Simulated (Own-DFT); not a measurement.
SiC (4H silicon carbide, atoms displaced) (calculated)

Computed with Own-DFT development build. A calculation, not a measurement: plane-wave PBE density functional theory by an unreviewed code, no spin, of a simulated periodic cell, stress positive in tension, free energy of the whole cell less one offset for each atom, forces on such cells passed a denser k mesh, this cell's mesh not checked; offsets are fitted by least squares, one for each functional and potential file, so energies compare only between cells with the same atoms and settings and are not formation energies; the far tail of each file's local potential was reset to the Coulomb form; each entry is a single point on an unrelaxed cell, so the pressure reflects the starting lattice, mostly measured values (interpolated for alloys), from which strain is counted, and rises with the displacements; printed positions are rounded, which can move forces by about a meV/angstrom; the program, named Own-DFT, is a retired in-house code; no spin-orbit coupling.

## SiC (4H silicon carbide, atoms displaced)

```cif
# cell vector a (Å): 12.3308 0.0000 0.0000
# cell vector b (Å): -6.1654 10.6788 0.0000
# cell vector c (Å): 0.0000 0.0000 10.0681
data_SiC
_symmetry_space_group_name_H-M 'P 1'
_symmetry_Int_Tables_number 1
_cell_length_a 12.3308
_cell_length_b 12.3308
_cell_length_c 10.0681
_cell_angle_alpha 90.000
_cell_angle_beta 90.000
_cell_angle_gamma 120.000
_cell_volume 1325.75
loop_
_atom_site_label
_atom_site_type_symbol
_atom_site_fract_x
_atom_site_fract_y
_atom_site_fract_z
_atom_site_occupancy
Si1 Si 0.99731 0.00054 0.40639 1
Si2 Si 0.08531 0.17046 0.15729 1
C1 C 0.00278 0.00213 0.09897 1
C2 C 0.08723 0.17059 0.33978 1
Si3 Si 0.99587 0.24755 0.40817 1
Si4 Si 0.08588 0.41630 0.16017 1
C3 C 0.99943 0.24500 0.09712 1
C4 C 0.08596 0.41683 0.34257 1
Si5 Si 0.99479 0.50133 0.40183 1
Si6 Si 0.08030 0.66568 0.15760 1
C5 C 0.99667 0.50392 0.09822 1
C6 C 0.08166 0.66756 0.33927 1
Si7 Si 0.99651 0.74902 0.40329 1
Si8 Si 0.08302 0.91707 0.15701 1
C7 C 0.00120 0.75169 0.09617 1
C8 C 0.08743 0.91934 0.34432 1
Si9 Si 0.24326 0.99709 0.40436 1
Si10 Si 0.32937 0.16404 0.15948 1
C9 C 0.24647 0.99952 0.09176 1
C10 C 0.33557 0.16855 0.34591 1
Si11 Si 0.25565 0.25198 0.40781 1
Si12 Si 0.33478 0.42016 0.15943 1
C11 C 0.25100 0.25540 0.09501 1
C12 C 0.33583 0.41407 0.34405 1
Si13 Si 0.25358 0.49890 0.40834 1
Si14 Si 0.33819 0.67067 0.15996 1
C13 C 0.25366 0.50253 0.09546 1
C14 C 0.33006 0.66811 0.34398 1
Si15 Si 0.24922 0.75211 0.40694 1
Si16 Si 0.33587 0.91959 0.15510 1
C15 C 0.25375 0.75387 0.09361 1
C16 C 0.32874 0.91095 0.34254 1
Si17 Si 0.49498 0.99733 0.40083 1
Si18 Si 0.57770 0.16258 0.15563 1
C17 C 0.50378 0.00089 0.09379 1
C18 C 0.58154 0.16729 0.34135 1
Si19 Si 0.50145 0.25108 0.40311 1
Si20 Si 0.58560 0.41672 0.15722 1
C19 C 0.50050 0.25012 0.09334 1
C20 C 0.58647 0.42232 0.34350 1
Si21 Si 0.49957 0.50167 0.40067 1
Si22 Si 0.58488 0.67065 0.15409 1
C21 C 0.49732 0.50225 0.09102 1
C22 C 0.58514 0.66553 0.34350 1
Si23 Si 0.50759 0.75658 0.40495 1
Si24 Si 0.58685 0.91419 0.15331 1
C23 C 0.50569 0.74829 0.09286 1
C24 C 0.58645 0.91819 0.34498 1
Si25 Si 0.75551 0.00525 0.40766 1
Si26 Si 0.83527 0.16559 0.15249 1
C25 C 0.75482 0.00436 0.08909 1
C26 C 0.83212 0.16769 0.34482 1
Si27 Si 0.74495 0.25059 0.40890 1
Si28 Si 0.83586 0.41389 0.15534 1
C27 C 0.74758 0.25087 0.08687 1
C28 C 0.83401 0.41406 0.34241 1
Si29 Si 0.74940 0.49842 0.40789 1
Si30 Si 0.83141 0.66706 0.15429 1
C29 C 0.75026 0.50003 0.09470 1
C30 C 0.83543 0.66468 0.35088 1
Si31 Si 0.75770 0.75538 0.40586 1
Si32 Si 0.83235 0.91634 0.15774 1
C31 C 0.74740 0.75046 0.09340 1
C32 C 0.83382 0.91941 0.34693 1
Si33 Si 0.00130 0.00570 0.90343 1
Si34 Si 0.91872 0.83252 0.65444 1
C33 C 0.99807 0.00082 0.59338 1
C34 C 0.91976 0.83447 0.84432 1
Si35 Si 0.99789 0.75076 0.90140 1
Si36 Si 0.91446 0.57806 0.66289 1
C35 C 0.00705 0.74599 0.59347 1
C36 C 0.91593 0.58025 0.84090 1
Si37 Si 0.99857 0.49418 0.90669 1
Si38 Si 0.91790 0.33013 0.65741 1
C37 C 0.99507 0.49749 0.59199 1
C38 C 0.91714 0.33541 0.84520 1
Si39 Si 0.00123 0.24492 0.90472 1
Si40 Si 0.91530 0.08287 0.66016 1
C39 C 0.00152 0.25195 0.59532 1
C40 C 0.91699 0.08467 0.84023 1
Si41 Si 0.74883 0.99946 0.90636 1
Si42 Si 0.66980 0.83726 0.65899 1
C41 C 0.75234 0.00029 0.59085 1
C42 C 0.67023 0.83268 0.83921 1
Si43 Si 0.74996 0.74793 0.90523 1
Si44 Si 0.66718 0.58566 0.65662 1
C43 C 0.75329 0.75115 0.59920 1
C44 C 0.66519 0.58103 0.84147 1
Si45 Si 0.74704 0.50218 0.90649 1
Si46 Si 0.66657 0.33279 0.65740 1
C45 C 0.75481 0.50092 0.59808 1
C46 C 0.66603 0.33728 0.84297 1
Si47 Si 0.75195 0.25160 0.90416 1
Si48 Si 0.66599 0.08202 0.65655 1
C47 C 0.74968 0.25316 0.59968 1
C48 C 0.66254 0.08172 0.84756 1
Si49 Si 0.50049 0.99817 0.91382 1
Si50 Si 0.41754 0.83241 0.65411 1
C49 C 0.50354 0.00333 0.59504 1
C50 C 0.41809 0.82993 0.84362 1
Si51 Si 0.49593 0.74587 0.90868 1
Si52 Si 0.41537 0.58560 0.65458 1
C51 C 0.50189 0.74741 0.59491 1
C52 C 0.41872 0.58379 0.84268 1
Si53 Si 0.49865 0.49852 0.90178 1
Si54 Si 0.41892 0.33145 0.65672 1
C53 C 0.49971 0.50302 0.59334 1
C54 C 0.41532 0.33283 0.84765 1
Si55 Si 0.49516 0.25019 0.90595 1
Si56 Si 0.41345 0.08551 0.66168 1
C55 C 0.50111 0.25278 0.59081 1
C56 C 0.41846 0.08680 0.83970 1
Si57 Si 0.25351 0.99989 0.91227 1
Si58 Si 0.16975 0.83344 0.65377 1
C57 C 0.25319 0.00007 0.59792 1
C58 C 0.16603 0.83554 0.84360 1
Si59 Si 0.24646 0.74597 0.91237 1
Si60 Si 0.16689 0.58832 0.65483 1
C59 C 0.24939 0.75465 0.59267 1
C60 C 0.16656 0.58209 0.84432 1
Si61 Si 0.25307 0.50306 0.90473 1
Si62 Si 0.16588 0.33378 0.65391 1
C61 C 0.24714 0.49865 0.59209 1
C62 C 0.16423 0.33346 0.84361 1
Si63 Si 0.24689 0.24691 0.89995 1
Si64 Si 0.16698 0.08308 0.65620 1
C63 C 0.25592 0.25120 0.59129 1
C64 C 0.16754 0.08490 0.84305 1
```

* functional: PBE
* potential files: PseudoDojo norm-conserving, scalar-relativistic, standard set
* wave cutoff: 42 hartree
* occupations: Fermi-Dirac
* smearing width: 0.1 eV
* hardware: one NVIDIA H200
* k mesh: 3 x 3 x 3 centred on Gamma
* stress yy: ?

Q: SiC (4H silicon carbide, atoms displaced): stress yy?
A: -3.32 GPa

Q: Give the table of force values for SiC (4H silicon carbide, atoms displaced).
A: 
Force:
| element | x (eV/Å) | y (eV/Å) | z (eV/Å) |
| --- | --- | --- | --- |
| Si | 1.27 | 1.083 | -0.274 |
| Si | 0.854 | -0.626 | -0.104 |
| C | -0.708 | -0.084 | -1.131 |
| C | -0.348 | -0.552 | 1.917 |
| Si | 1.036 | 1.039 | -0.673 |
| Si | -0.518 | 0.282 | -0.942 |
| C | -0.486 | 1.437 | -1.287 |
| C | -0.637 | -0.055 | 1.181 |
| Si | 2.002 | -0.07 | 0.84 |
| Si | 0.622 | 1.027 | -0.551 |
| C | 2.112 | -1.197 | -1.253 |
| C | 0.109 | 0.051 | 1.221 |
| Si | 1.827 | 0.403 | 0.994 |
| Si | -0.146 | -0.205 | -0.192 |
| C | -0.627 | -0.24 | -0.868 |
| C | -2.244 | -1.062 | -0.142 |
| Si | 2.34 | 1.299 | 1.283 |
| Si | 0.042 | 1.308 | -0.774 |
| C | 1.089 | 0.292 | 1.297 |
| C | -0.038 | -0.994 | -0.261 |
| Si | -1 | -0.594 | -0.498 |
| Si | 0.293 | -0.47 | -0.919 |
| C | 0.355 | -0.961 | -0.665 |
| C | -0.646 | 0.857 | 0.17 |
| Si | -0.944 | 0.269 | -0.862 |
| Si | -0.603 | -0.532 | -0.603 |
| C | -0.723 | 0.264 | -0.335 |
| C | 1.594 | 0.095 | 0.807 |
| Si | -0.3 | -1.372 | -0.389 |
| Si | -0.462 | -0.673 | 0.037 |
| C | -0.244 | -0.69 | 0.719 |
| C | -0.269 | 1.741 | -0.224 |
| Si | 0.684 | 0.561 | 1.342 |
| Si | 1.093 | 1.675 | -0.441 |
| C | -0.491 | -0.878 | 0.919 |
| C | 0.123 | -0.556 | 0.258 |
| Si | -0.382 | 0.47 | 0.442 |
| Si | -0.937 | 0.398 | -0.598 |
| C | -0.759 | -0.578 | 0.259 |
| C | 0.091 | -1.161 | 0.135 |
| Si | 0.662 | 0.034 | 1.467 |
| Si | 0.982 | -1.899 | 0.809 |
| C | 1.249 | -0.065 | 0.288 |
| C | -0.032 | 1.401 | -0.29 |
| Si | -0.72 | -1.786 | 0.471 |
| Si | -0.145 | 0.758 | 0.548 |
| C | -1.979 | 1.03 | 0.021 |
| C | -0.059 | 0.686 | -0.742 |
| Si | -1.002 | -0.572 | -0.34 |
| Si | -1.243 | 0.897 | 0.671 |
| C | -0.221 | -1.354 | 0.891 |
| C | -0.305 | 0.091 | -0.297 |
| Si | 1.132 | -0.279 | -0.011 |
| Si | -1.666 | 0.053 | -0.042 |
| C | 0.786 | -0.65 | 1.478 |
| C | -1.363 | -0.111 | 0.011 |
| Si | 0.484 | 0.209 | 0.487 |
| Si | 0.648 | -0.123 | 0.764 |
| C | 0.158 | 0.122 | -0.169 |
| C | -1.31 | 0.423 | -1.643 |
| Si | -1.014 | -1.56 | 0.951 |
| Si | 0.612 | 0.592 | -0.464 |
| C | 0.834 | 0.323 | -0.111 |
| C | 0.14 | -0.27 | -0.809 |
| Si | 0.777 | -1.394 | 1.022 |
| Si | 0.781 | -0.104 | 0.353 |
| C | 0.625 | -0.033 | 0.111 |
| C | -1.106 | 0.397 | -0.17 |
| Si | 1.201 | -0.435 | 0.984 |
| Si | 0.564 | 0.958 | -1.84 |
| C | -1.958 | 0.4 | -0.22 |
| C | -0.224 | 0.447 | 2.082 |
| Si | -0.483 | 1.769 | 0.521 |
| Si | -0.939 | 1.281 | -0.134 |
| C | 1.083 | 0.174 | 0.098 |
| C | 0.923 | -1.688 | -0.181 |
| Si | -1.172 | 1.512 | 0.791 |
| Si | 0.375 | 0.339 | -1.585 |
| C | -0.008 | -1.209 | -0.301 |
| C | -0.422 | -0.6 | 1.079 |
| Si | 0.084 | -0.136 | -0.863 |
| Si | 0.207 | -0.986 | -1.08 |
| C | -0.51 | 0.438 | 0.963 |
| C | -0.983 | 0.196 | 1.933 |
| Si | 0.088 | 0.473 | -0.366 |
| Si | 0.313 | -0.7 | -0.646 |
| C | -0.432 | 0.352 | -1.271 |
| C | -0.418 | 0.715 | 0.637 |
| Si | 1.263 | -0.656 | -0.028 |
| Si | -0.591 | 0.768 | 0.303 |
| C | -1.606 | -0.407 | -0.959 |
| C | 0.001 | -0.919 | 0.565 |
| Si | -1.173 | -0.074 | -0.318 |
| Si | -0.039 | 0.461 | 0.246 |
| C | 0.823 | -1.205 | -0.953 |
| C | 1.103 | 0.292 | -0.575 |
| Si | -0.61 | -0.029 | -2.404 |
| Si | 0.12 | 0.6 | 0.288 |
| C | -1.067 | -0.784 | -0.723 |
| C | -1.122 | 0.414 | 0.594 |
| Si | 1.271 | 0.768 | -1.076 |
| Si | 0.543 | -0.911 | 0.103 |
| C | -0.457 | 1.372 | -0.677 |
| C | -0.53 | -0.277 | -0.169 |
| Si | 0.005 | 0.273 | 0.95 |
| Si | -0.475 | 1.381 | -0.051 |
| C | 0.356 | -0.584 | -0.212 |
| C | -0.372 | -0.109 | -1.188 |
| Si | 1.579 | 0.295 | 0.26 |
| Si | 1.697 | 0.05 | -2.019 |
| C | 0.535 | -0.653 | 0.25 |
| C | 0.076 | -0.868 | 2.584 |
| Si | -0.888 | 0.102 | -2.164 |
| Si | -0.937 | 0.634 | 1.22 |
| C | -1.251 | -0.108 | -1.273 |
| C | 0.824 | -0.509 | 0.351 |
| Si | 0.122 | 0.979 | -1.594 |
| Si | -0.311 | -1.176 | -0.231 |
| C | 1.664 | -0.848 | -0.148 |
| C | -0.276 | 0.09 | 0.053 |
| Si | -0.068 | -0.759 | 0.496 |
| Si | 0.806 | -0.051 | 0.356 |
| C | 0.199 | 0.841 | 0.556 |
| C | 0.77 | 0.184 | -0.325 |
| Si | -0.02 | 1.291 | 1.617 |
| Si | 0.095 | 0.014 | -0.372 |
| C | -1.258 | -0.277 | 0.82 |
| C | 0.183 | -0.722 | 0.159 |

Further results for SiC (4H silicon carbide, atoms displaced):

* free energy of cell above offsets: -18.738 eV
* pressure: 3.77 GPa
* stress xx: -3.09 GPa
* stress zz: -4.88 GPa
* stress yz: -0.32 GPa
* stress xz: -0.38 GPa
* stress xy: -0.37 GPa
* wall time: 530.5 s
